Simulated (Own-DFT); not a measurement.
# Shaking the atoms of beta-Si3N4, 42 atoms (N24Si18)

These are calculations, not measurements. The program, named Own-DFT, is a retired in-house plane-wave density functional code that no person has reviewed. Each row is one single-point run on a periodic cell that was not relaxed, without spin or spin-orbit coupling.

Settings of every run: PBEsol; PseudoDojo norm-conserving scalar-relativistic files, made for PBE; cutoff 42 hartree; 3 x 3 x 3 k mesh centred on Gamma; Fermi-Dirac smearing of 0.1 eV.

Known limits, some of them of some rows only: some atoms lie very close together; forces on such cells passed a denser k mesh, each cell not checked; stress not checked against mesh or cutoff.

Cell vectors in Å: (7.606, 0.000, 0.000); (-3.803, 6.587, 0.000); (0.000, 0.000, 8.727). In each run every atom was moved at random and independently from its ideal site; u is the rms move along one axis. E is the free energy for each atom above the fitted value at u = 0, and F the rms of the force components.

| run | u (Å) | E (meV/atom) | F (eV/Å) | largest force (eV/Å) | P (GPa) |
|---|---|---|---|---|---|
| 1 | 0.0203 | 17.7 | 0.848 | 3.05 | 3.25 |
| 2 | 0.0211 | 18.5 | 0.848 | 2.81 | 3.09 |
| 3 | 0.0465 | 103.8 | 1.962 | 8.44 | 5.14 |
| 4 | 0.0483 | 115.6 | 2.002 | 7.17 | 6.05 |
| 5 | 0.0486 | 88.0 | 1.801 | 7.12 | 4.87 |
| 6 | 0.0911 | 398.2 | 4.369 | 23.26 | 12.23 |
| 7 | 0.1014 | ? | ? | ? | ? |
| 8 | 0.1032 | 393.3 | 3.652 | 12.49 | 10.36 |
| 9 | 0.1470 | 1203.6 | 9.501 | 40.94 | 35.54 |

## Worked fit

For small independent moves the energy grows as E = (3/2) K u², with K the mean stiffness felt by one atom. The runs with u up to 0.11 Å give K = 29.0 ± 2.0 eV/Å², with residuals divided by u² + 0.0006 Å², since the noise grows with the moves. The scatter is 15.0 meV/atom at u = 0.05 Å. The forces follow F = G u with G = 41.0 eV/Å²; no force at u = 0 is resolved. G exceeds K because the moves of its neighbours add to the force on an atom, and stiffness differs between atoms. At u = 0.147 Å the parabola gives 941 meV/atom and the run 1204. The pressure follows P = 3.28 + 825 u² GPa: at fixed volume, shortened bonds push harder than stretched ones pull.

## Withheld run

Question: what energy and rms force should run 7 give?

The fit gives 448 ± 61 meV/atom and about 4.16 eV/Å. The calculation gave 500.1 meV/atom and 4.887 eV/Å.
